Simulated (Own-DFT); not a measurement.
# Computed records: GaP (zincblende, strained, atoms displaced)

Computed with Own-DFT development build. A calculation, not a measurement: plane-wave PBE density functional theory by an unreviewed code, no spin, of a simulated periodic cell, stress positive in tension, free energy of the whole cell less one offset for each atom, forces on such cells passed a denser k mesh, this cell's mesh not checked; offsets are fitted by least squares, one for each functional and potential file, so energies compare only between cells with the same atoms and settings and are not formation energies; the far tail of each file's local potential was reset to the Coulomb form; each entry is a single point on an unrelaxed cell, so the pressure reflects the starting lattice, mostly measured values (interpolated for alloys), from which strain is counted, and rises with the displacements; printed positions are rounded, which can move forces by about a meV/angstrom; the program, named Own-DFT, is a retired in-house code; no spin-orbit coupling.

Common to all runs: functional PBE; potential files PseudoDojo norm-conserving, scalar-relativistic, standard set; wave cutoff 42 hartree; occupations Fermi-Dirac; smearing width 0.1 eV; k mesh 3 x 3 x 3 centred on Gamma.

```yaml
- entry: 1
  formula: GaP
  kind: "zincblende, strained, atoms displaced"
  structure:
    cell_angstrom: [[10.862, 0.0, 0.0], [0.0, 10.862, 0.0], [0.0, 0.0, 10.9361]]
    atoms_fractional:
      - [Ga, 0.99325, 0.99117, 0.98966]
      - [Ga, 0.99613, 0.26218, 0.24388]
      - [Ga, 0.245, 0.99812, 0.26798]
      - [Ga, 0.24969, 0.26098, 0.00017]
      - [P, 0.12165, 0.10066, 0.12616]
      - [P, 0.12654, 0.35805, 0.35933]
      - [P, 0.37994, 0.13482, 0.37824]
      - [P, 0.38715, 0.38963, 0.11293]
      - [Ga, 0.9969, 0.99874, 0.49246]
      - [Ga, 0.99164, 0.24843, 0.74453]
      - [Ga, 0.26619, 0.00251, 0.74407]
      - [Ga, 0.23615, 0.24983, 0.50607]
      - [P, 0.12547, 0.14733, 0.63417]
      - [P, 0.12611, 0.36875, 0.87443]
      - [P, 0.37265, 0.1181, 0.87252]
      - [P, 0.37206, 0.36351, 0.62044]
      - [Ga, 0.9901, 0.49588, 0.99806]
      - [Ga, 0.01316, 0.75553, 0.24429]
      - [Ga, 0.25087, 0.48965, 0.25392]
      - [Ga, 0.24112, 0.75243, 0.9893]
      - [P, 0.1265, 0.60687, 0.1323]
      - [P, 0.13022, 0.87908, 0.36972]
      - [P, 0.37245, 0.63393, 0.37009]
      - [P, 0.36781, 0.87129, 0.12258]
      - [Ga, 0.9997, 0.51025, 0.49469]
      - [Ga, 0.01116, 0.74484, 0.73812]
      - [Ga, 0.25247, 0.49583, 0.74019]
      - [Ga, 0.25395, 0.75516, 0.49201]
      - [P, 0.11446, 0.62845, 0.62998]
      - [P, 0.13265, 0.86733, 0.88664]
      - [P, 0.37352, 0.61375, 0.86024]
      - [P, 0.35249, 0.87174, 0.62474]
      - [Ga, 0.51617, 0.99351, 0.99214]
      - [Ga, 0.50243, 0.25466, 0.24611]
      - [Ga, 0.74172, 0.00036, 0.24724]
      - [Ga, 0.73892, 0.2495, 0.98679]
      - [P, 0.62331, 0.12175, 0.11848]
      - [P, 0.61237, 0.3696, 0.37618]
      - [P, 0.87023, 0.12697, 0.37826]
      - [P, 0.87658, 0.37506, 0.12928]
      - [Ga, 0.50745, 0.02047, 0.50694]
      - [Ga, 0.4871, 0.2395, 0.76536]
      - [Ga, 0.75237, 0.00263, 0.74609]
      - [Ga, 0.73503, 0.246, 0.49024]
      - [P, 0.61898, 0.12528, 0.63051]
      - [P, 0.61892, 0.36896, 0.86731]
      - [P, 0.875, 0.13567, 0.89497]
      - [P, 0.87839, 0.3626, 0.63727]
      - [Ga, 0.50497, 0.5068, 0.99773]
      - [Ga, 0.48641, 0.75771, 0.24815]
      - [Ga, 0.75051, 0.49659, 0.25283]
      - [Ga, 0.74326, 0.75951, 0.99208]
      - [P, 0.62852, 0.63926, 0.12623]
      - [P, 0.62642, 0.88062, 0.38185]
      - [P, 0.87514, 0.61583, 0.38962]
      - [P, 0.87778, 0.88431, 0.12216]
      - [Ga, 0.49257, 0.50906, 0.4857]
      - [Ga, 0.50709, 0.75911, 0.75536]
      - [Ga, 0.74458, 0.50618, 0.74788]
      - [Ga, 0.75082, 0.7519, 0.49081]
      - [P, 0.6134, 0.62575, 0.6163]
      - [P, 0.62982, 0.87233, 0.88073]
      - [P, 0.88205, 0.63078, 0.86881]
      - [P, 0.8715, 0.87049, 0.63007]
  results:
    "free_energy_of_cell_above_offsets [eV]": "-26.485"
    "pressure [GPa]": 5.07
    "stress_xx [GPa]": -5.32
    "stress_yy [GPa]": -5.11
    "stress_zz [GPa]": -4.79
    "stress_yz [GPa]": 0.58
    "stress_xz [GPa]": -0.95
    "stress_xy [GPa]": 1.38
    force_element: [Ga, Ga, Ga, Ga, P, P, P, P, Ga, Ga, Ga, Ga, P, P, P, P, Ga, Ga, Ga, Ga, P, P, P, P, Ga, Ga, Ga, Ga, P, P, P, P, Ga, Ga, Ga, Ga, P, P, P, P, Ga, Ga, Ga, Ga, P, P, P, P, Ga, Ga, Ga, Ga, P, P, P, P, Ga, Ga, Ga, Ga, P, P, P, P]
    "force_x [eV/angstrom]": [0.931, -0.059, 2.349, 0.113, 0.187, 0.489, -0.88, -1.159, 0.202, 0.748, -2.768, 1.415, -0.359, -0.846, -0.047, 0.594, 0.941, -1.045, 0.75, 2.554, -0.382, -1.693, -0.656, 0.013, 1.388, -1.822, -0.805, -1.544, 3.258, -2.518, 0.56, 3.54, -2.539, -0.863, 0.877, -0.128, -0.03, 0.982, -0.013, -1.994, -1.721, 0.865, 0.258, 1.127, 1.165, 0.011, 0.771, -2.403, 0.864, 1.548, -0.329, 2.661, -0.236, -1.102, -1.117, -0.904, -0.243, -1.495, 0.436, -0.247, 0.936, -0.181, -1.127, 0.717]
    "force_y [eV/angstrom]": [0.383, -3.254, 1.721, -1.584, 2.422, 1.907, -0.437, -1.61, 0.404, -0.603, 0.609, 0.555, -3.991, 1.013, -0.338, 1.137, 0.19, -0.969, 0.309, -3.493, 1.44, -1.455, -1.073, 1.083, -2.883, 2.589, -0.595, -0.92, -2.185, 2.604, 1.698, 0.077, 0.677, -0.549, 0.16, 0.86, 0.733, 1.396, 0.188, 0.276, -2.293, 1.145, 0.401, 0.094, 1.261, 1.333, -1.484, 2.606, 0.881, 0.263, 0.409, -1.697, -0.999, 0.012, 1.938, -1.428, -1.017, -1.001, -0.441, -0.346, 0.546, 1.167, -0.12, 0.279]
    "force_z [eV/angstrom]": [0.428, -0.347, -2.199, 0.862, -0.079, 2.272, -0.125, 1.604, 1.302, 2.962, 0.684, -1.538, -0.157, -0.582, 2.41, -0.152, -0.138, -0.228, -0.368, 2.66, -1.198, 1.967, -0.179, -0.466, 1.655, 2.749, -0.074, 0.401, -2.892, -3.866, 1.204, -0.393, 1.224, -1.145, 0.247, 2.07, 0.476, -0.388, -1.128, -1.483, -1.151, -1.951, 0.95, 1.59, 1.381, 0.202, -2.822, -2.929, -0.869, -0.074, 0.078, 1.748, 0.283, -0.736, -2.874, 0.647, 1.264, -1.031, -0.325, 1.181, 0.413, -2.692, 0.433, -0.769]
- entry: 2
  formula: GaP
  kind: "zincblende, strained, atoms displaced"
  structure:
    cell_angstrom: [[10.862, 0.0, 0.0], [0.0, 10.862, 0.0], [0.0, 0.0, 10.9361]]
    atoms_fractional:
      - [Ga, 2.0e-05, 0.99455, 0.00435]
      - [Ga, 0.99976, 0.26102, 0.24616]
      - [Ga, 0.27099, 0.01328, 0.24018]
      - [Ga, 0.24758, 0.24561, 0.9923]
      - [P, 0.12395, 0.12886, 0.12562]
      - [P, 0.13359, 0.36943, 0.36356]
      - [P, 0.37466, 0.11793, 0.37427]
      - [P, 0.38053, 0.37544, 0.12312]
      - [Ga, 0.99431, 0.99202, 0.50103]
      - [Ga, 0.00372, 0.25679, 0.75269]
      - [Ga, 0.24467, 0.01486, 0.75183]
      - [Ga, 0.25017, 0.25743, 0.49912]
      - [P, 0.1288, 0.12376, 0.61901]
      - [P, 0.13071, 0.37049, 0.87126]
      - [P, 0.36913, 0.11586, 0.87989]
      - [P, 0.36175, 0.37862, 0.61801]
      - [Ga, 0.99101, 0.49878, 0.00417]
      - [Ga, 0.00453, 0.76101, 0.25157]
      - [Ga, 0.24322, 0.50122, 0.24153]
      - [Ga, 0.24912, 0.74651, 0.00388]
      - [P, 0.12975, 0.61863, 0.13928]
      - [P, 0.11548, 0.86633, 0.37571]
      - [P, 0.37847, 0.62255, 0.37623]
      - [P, 0.3793, 0.86985, 0.11232]
      - [Ga, 0.98803, 0.49806, 0.49046]
      - [Ga, 0.9908, 0.74973, 0.74898]
      - [Ga, 0.24909, 0.51405, 0.75345]
      - [Ga, 0.24774, 0.75748, 0.49425]
      - [P, 0.13093, 0.61689, 0.63067]
      - [P, 0.1149, 0.87523, 0.87127]
      - [P, 0.36444, 0.62479, 0.86883]
      - [P, 0.37396, 0.86974, 0.62848]
      - [Ga, 0.50567, 0.99475, 0.01328]
      - [Ga, 0.50384, 0.24174, 0.24852]
      - [Ga, 0.75765, 0.99686, 0.25165]
      - [Ga, 0.75819, 0.23915, 0.00071]
      - [P, 0.63111, 0.12593, 0.12122]
      - [P, 0.61747, 0.37168, 0.38211]
      - [P, 0.87051, 0.12879, 0.37763]
      - [P, 0.88065, 0.38165, 0.11992]
      - [Ga, 0.49599, 0.99751, 0.50379]
      - [Ga, 0.49649, 0.23934, 0.73925]
      - [Ga, 0.74205, 0.0007, 0.75915]
      - [Ga, 0.75559, 0.25105, 0.5015]
      - [P, 0.63007, 0.12794, 0.62805]
      - [P, 0.61691, 0.38056, 0.86594]
      - [P, 0.87595, 0.13227, 0.87264]
      - [P, 0.86691, 0.36291, 0.63065]
      - [Ga, 0.49978, 0.514, 0.99844]
      - [Ga, 0.49029, 0.75284, 0.24775]
      - [Ga, 0.74608, 0.49046, 0.25078]
      - [Ga, 0.74909, 0.73967, 0.99911]
      - [P, 0.63759, 0.64212, 0.12381]
      - [P, 0.6185, 0.88835, 0.37566]
      - [P, 0.88041, 0.62539, 0.37568]
      - [P, 0.87021, 0.87472, 0.12808]
      - [Ga, 0.50175, 0.51406, 0.51025]
      - [Ga, 0.48479, 0.7385, 0.74464]
      - [Ga, 0.74965, 0.49941, 0.74114]
      - [Ga, 0.74283, 0.7441, 0.5157]
      - [P, 0.61072, 0.62209, 0.6244]
      - [P, 0.6306, 0.88678, 0.8816]
      - [P, 0.87659, 0.61305, 0.88687]
      - [P, 0.88076, 0.87487, 0.6171]
  results:
    "free_energy_of_cell_above_offsets [eV]": "-28.873"
    "pressure [GPa]": 4.65
    "stress_xx [GPa]": -4.76
    "stress_yy [GPa]": -4.54
    "stress_zz [GPa]": -4.65
    "stress_yz [GPa]": 0.34
    "stress_xz [GPa]": -0.71
    "stress_xy [GPa]": -0.51
    force_element: [Ga, Ga, Ga, Ga, P, P, P, P, Ga, Ga, Ga, Ga, P, P, P, P, Ga, Ga, Ga, Ga, P, P, P, P, Ga, Ga, Ga, Ga, P, P, P, P, Ga, Ga, Ga, Ga, P, P, P, P, Ga, Ga, Ga, Ga, P, P, P, P, Ga, Ga, Ga, Ga, P, P, P, P, Ga, Ga, Ga, Ga, P, P, P, P]
    "force_x [eV/angstrom]": [-0.237, -0.129, -2.109, 0.444, 0.079, -1.021, 0.8, -0.351, 1.126, 0.127, -0.019, -0.411, -1.093, -0.418, 1.609, 1.663, 3.079, -1.186, 2.774, -1.194, -2.181, 1.915, -0.86, -0.863, 1.667, 0.719, -0.498, 0.21, -2.009, 0.886, 1.252, -0.852, 0.108, -0.29, -0.958, -0.787, 0.003, 0.354, 1.164, -1.872, 0.292, -0.869, 1.59, -1.305, -0.325, 0.308, 0.827, 1.345, 0.513, 1.172, 0.124, 1.334, -2.579, 0.637, -1.793, 0.677, -2.009, 1.051, -0.454, 0.319, 2.694, -1.057, -0.942, -2.191]
    "force_y [eV/angstrom]": [0.708, -1.107, -1.622, 0.422, -0.424, 0.811, 1.516, -0.018, 1.517, -0.915, -1.918, -1.134, 0.578, 1.54, 0.482, 0.575, -0.082, -1.652, -1.72, 0.05, 2.24, 2.428, 0.332, 0.178, -1.186, -0.863, -2.857, -1.186, 1.497, -0.17, 0.75, 1.241, 0.983, 0.582, 0.682, 2.004, -0.403, 0.339, -0.234, -1.614, 0.398, 1.246, 0.65, -0.302, -0.927, -0.644, -1.4, 1.599, -0.638, 0.007, 0.812, 2.214, -2.44, -1.729, 0.678, -0.65, -2.936, 1.359, -0.148, 0.794, 1.376, -2.586, 1.515, -0.601]
    "force_z [eV/angstrom]": [-0.197, 0.267, -0.737, 0.935, -0.076, 1.079, 1.226, -0.266, -1.112, -0.562, -0.113, -0.917, -0.21, 0.549, 0.051, 1.276, -0.29, -0.975, 1.735, -0.778, -2.642, 0.287, -0.521, 1.31, 1.356, 0.164, -0.449, 0.67, -1.788, 0.345, 2.107, -0.289, -1.367, 0.164, 0.379, -0.437, 0.969, -0.12, -0.585, 1.088, 0.641, 1.01, -1.281, -0.405, -0.902, 0.661, -0.135, -0.563, 0.123, 0.622, 0.234, -1.451, 1.989, -0.165, -0.67, -0.68, -2.31, 0.907, 1.006, -1.863, 2.171, -0.038, -2.456, 2.031]
- entry: 3
  formula: GaP
  kind: "zincblende, strained, atoms displaced"
  structure:
    cell_angstrom: [[10.862, 0.0, 0.0], [0.0, 10.862, 0.0], [0.0, 0.0, 10.9361]]
    atoms_fractional:
      - [Ga, 0.00219, 0.99434, 0.00411]
      - [Ga, 0.00693, 0.25522, 0.25542]
      - [Ga, 0.24679, 0.00443, 0.25302]
      - [Ga, 0.24749, 0.24415, 0.99035]
      - [P, 0.12321, 0.13016, 0.1218]
      - [P, 0.14042, 0.37929, 0.373]
      - [P, 0.38008, 0.12897, 0.37497]
      - [P, 0.37669, 0.37255, 0.13123]
      - [Ga, 0.00185, 0.99584, 0.49808]
      - [Ga, 0.99422, 0.24426, 0.75211]
      - [Ga, 0.25638, 0.00311, 0.75761]
      - [Ga, 0.24658, 0.24134, 0.49482]
      - [P, 0.13277, 0.12843, 0.62404]
      - [P, 0.12762, 0.38346, 0.8692]
      - [P, 0.37959, 0.11305, 0.86503]
      - [P, 0.38509, 0.37278, 0.61835]
      - [Ga, 0.00521, 0.48776, 0.99789]
      - [Ga, 0.00488, 0.7544, 0.24903]
      - [Ga, 0.24919, 0.49775, 0.25364]
      - [Ga, 0.24887, 0.75677, 0.00562]
      - [P, 0.13745, 0.62744, 0.13226]
      - [P, 0.13269, 0.87979, 0.37387]
      - [P, 0.38136, 0.62808, 0.38869]
      - [P, 0.38182, 0.87413, 0.13957]
      - [Ga, 0.00165, 0.50169, 0.50338]
      - [Ga, 0.99827, 0.7402, 0.75268]
      - [Ga, 0.24183, 0.50223, 0.75814]
      - [Ga, 0.25198, 0.74253, 0.49722]
      - [P, 0.1248, 0.63491, 0.62042]
      - [P, 0.1378, 0.88058, 0.88457]
      - [P, 0.37276, 0.63836, 0.88985]
      - [P, 0.38645, 0.8731, 0.61707]
      - [Ga, 0.49088, 0.00462, 0.00013]
      - [Ga, 0.50814, 0.26097, 0.26089]
      - [Ga, 0.74481, 0.99489, 0.25295]
      - [Ga, 0.76027, 0.24775, 0.99405]
      - [P, 0.61989, 0.13623, 0.12737]
      - [P, 0.63393, 0.37407, 0.37143]
      - [P, 0.88281, 0.12541, 0.36932]
      - [P, 0.87762, 0.37383, 0.11105]
      - [Ga, 0.4943, 0.99744, 0.49855]
      - [Ga, 0.48608, 0.25035, 0.7522]
      - [Ga, 0.74924, 0.01188, 0.75354]
      - [Ga, 0.75234, 0.25624, 0.50181]
      - [P, 0.62577, 0.12601, 0.63212]
      - [P, 0.61521, 0.3691, 0.87486]
      - [P, 0.8676, 0.1151, 0.86962]
      - [P, 0.8694, 0.37452, 0.61333]
      - [Ga, 0.501, 0.51144, 0.99855]
      - [Ga, 0.50364, 0.75686, 0.25109]
      - [Ga, 0.74856, 0.50647, 0.25053]
      - [Ga, 0.75226, 0.74658, 0.00223]
      - [P, 0.62989, 0.62638, 0.12857]
      - [P, 0.61276, 0.87417, 0.35817]
      - [P, 0.88241, 0.61848, 0.38472]
      - [P, 0.87316, 0.87179, 0.11578]
      - [Ga, 0.50041, 0.50512, 0.49647]
      - [Ga, 0.50911, 0.73666, 0.76095]
      - [Ga, 0.75382, 0.50798, 0.74101]
      - [Ga, 0.76601, 0.73809, 0.49452]
      - [P, 0.62622, 0.62734, 0.61556]
      - [P, 0.62236, 0.86514, 0.87502]
      - [P, 0.88948, 0.62384, 0.86589]
      - [P, 0.88558, 0.86764, 0.60642]
  results:
    "free_energy_of_cell_above_offsets [eV]": "-29.223"
    "pressure [GPa]": 4.62
    "stress_xx [GPa]": -4.84
    "stress_yy [GPa]": -4.82
    "stress_zz [GPa]": -4.2
    "stress_yz [GPa]": 0.77
    "stress_xz [GPa]": 0.01
    "stress_xy [GPa]": -1.3
    force_element: [Ga, Ga, Ga, Ga, P, P, P, P, Ga, Ga, Ga, Ga, P, P, P, P, Ga, Ga, Ga, Ga, P, P, P, P, Ga, Ga, Ga, Ga, P, P, P, P, Ga, Ga, Ga, Ga, P, P, P, P, Ga, Ga, Ga, Ga, P, P, P, P, Ga, Ga, Ga, Ga, P, P, P, P, Ga, Ga, Ga, Ga, P, P, P, P]
    "force_x [eV/angstrom]": [-0.043, -0.191, 0.856, 0.813, 0.028, -2.115, -0.226, -0.074, 0.855, 0.273, -0.812, 1.168, -1.185, -0.779, -0.156, -1.803, 0.386, -0.22, 1.889, 0.635, -1.429, -0.477, -0.381, -1.516, 1.115, 1.521, 2.089, 0.156, 0.183, -1.515, -0.184, -1.413, 1.341, -1.053, 0.433, -1.701, 0.795, -0.019, -0.85, -0.134, 1.299, 1.366, -1.118, -0.677, -0.619, 1.114, 2.417, 1.544, -0.005, -1.004, 1.092, 0.042, -0.586, 2.601, 0.366, 0.205, 1.054, -0.761, -0.624, -2.158, 0.333, 0.9, -2.051, -0.989]
    "force_y [eV/angstrom]": [0.628, 0.366, 0.419, 0.447, -0.401, -0.61, -0.198, 0.362, 1.031, 0.594, -1.529, 1.016, -0.947, -2.489, 1.902, 0.521, 1.878, -0.198, 0.955, 0.355, -0.384, -0.722, -0.224, 1.007, -0.958, 2.653, 1.351, 1.736, -1.311, -0.37, -1.315, -1.044, -0.895, -0.837, 0.956, -0.035, -0.862, 1.221, -0.191, 0.129, 0.719, 0.055, -3.003, -1.881, 0.418, 1.038, 1.029, 0.574, -1.342, -2.719, -0.704, -0.349, 0.269, 1.05, -0.046, 0.224, -1.252, 0.562, -0.864, 1.574, 0.057, 1.546, -1.373, 0.413]
    "force_z [eV/angstrom]": [-0.406, -0.756, -0.58, 0.309, 0.209, 1.274, -0.26, -0.939, -0.348, -0.781, -2.354, 0.236, 0.816, 0.552, 1.598, 0.293, 0.376, 0.129, -0.528, 1.305, -0.704, 0.264, -2.62, -1.691, 0.163, -1.27, -1.878, 0.405, 0.878, -1.252, -1.452, 1.853, 1.019, -1.081, -1.074, 0.11, -0.524, 1.004, 0.628, 2.002, -0.353, -0.464, -1.653, -0.8, -1.265, -0.095, 1.705, 1.912, 0.679, -0.705, -0.145, -1.038, -0.246, 3.38, -2.786, 1.48, 0.44, -1.536, 0.407, 0.187, 0.725, 0.607, 2.142, 2.501]
```
